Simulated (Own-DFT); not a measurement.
# What a defect does to the pressure of its cell: C40 NbSi2

The numbers are computed, not measured, by runs of the plane-wave DFT program Own-DFT (in-house, retired, unreviewed) at fixed positions, with no spin and no spin-orbit coupling.

All runs used: PBE; PseudoDojo norm-conserving scalar-relativistic files; cutoff 42 hartree; 4 x 4 x 5 k mesh centred on Gamma; cold (Marzari-Vanderbilt) smearing of 0.2 eV.

Known weak points: forces on such cells failed a check on a denser k mesh; stress not checked against mesh or cutoff.

All runs share one cell, with vectors in Å (0.000, 8.324, 0.000); (-9.613, 0.000, 0.000); (0.000, 0.000, 6.586) and a volume of 527.0 Å³. Atoms were moved at random from their sites; u is the rms move along one axis. The defect's site can differ from row to row.

```
cell,formula,u (Å),P (GPa)
no defect,Nb12Si24,0.0205,1.52
no defect,Nb12Si24,0.0504,2.22
no defect,Nb12Si24,0.0559,2.96
two Nb on a Si site each,Nb14Si22,0.0293,7.49
two Nb on a Si site each,Nb14Si22,0.0333,7.69
two Nb on a Si site each,Nb14Si22,0.0520,8.76
one Si vacancy,Nb12Si23,0.0265,?
one Si vacancy,Nb12Si23,0.0286,0.98
one Si vacancy,Nb12Si23,0.0492,1.78
one Si vacancy,Nb12Si23,0.0497,1.66
two Nb vacancies,Nb10Si24,0.0281,0.19
two Nb vacancies,Nb10Si24,0.0294,-0.22
two Nb vacancies,Nb10Si24,0.0514,1.05
two Si on a Nb site each,Nb10Si26,0.0298,1.60
two Si on a Nb site each,Nb10Si26,0.0470,2.42
two Si on a Nb site each,Nb10Si26,0.0516,2.81
```

## Worked fit

P = P0 + c u² + a shift for each defect gives P0 = 1.10 GPa, c = 556 ± 56 GPa/Å² and a scatter of 0.19 GPa. The shifts, and each times the cell's volume:

- two Nb on a Si site each: 6.01 ± 0.16 GPa, 19.8 eV (9.9 eV for each of its 2 sites)
- two Si on a Nb site each: 0.11 ± 0.16 GPa, 0.4 eV (0.2 eV for each of its 2 sites) (not resolved)
- one Si vacancy: -0.69 ± 0.16 GPa, -2.3 eV
- two Nb vacancies: -1.56 ± 0.16 GPa, -5.1 eV (-2.6 eV for each of its 2 sites)

A positive shift means that the defect pushes the cell outwards. Shift times volume (160.2 GPa Å³ is 1 eV) depends little on the cell's size, so, taken for each site, it can be compared between cells at like pressure. The atoms around the defects weren't relaxed, which would change these numbers.

## Test on the hidden row

Question: what pressure belongs in the blank (one Si vacancy, u = 0.0265 Å)?

Estimate: 0.81 ± 0.23 GPa. The run itself gave 0.86 GPa.
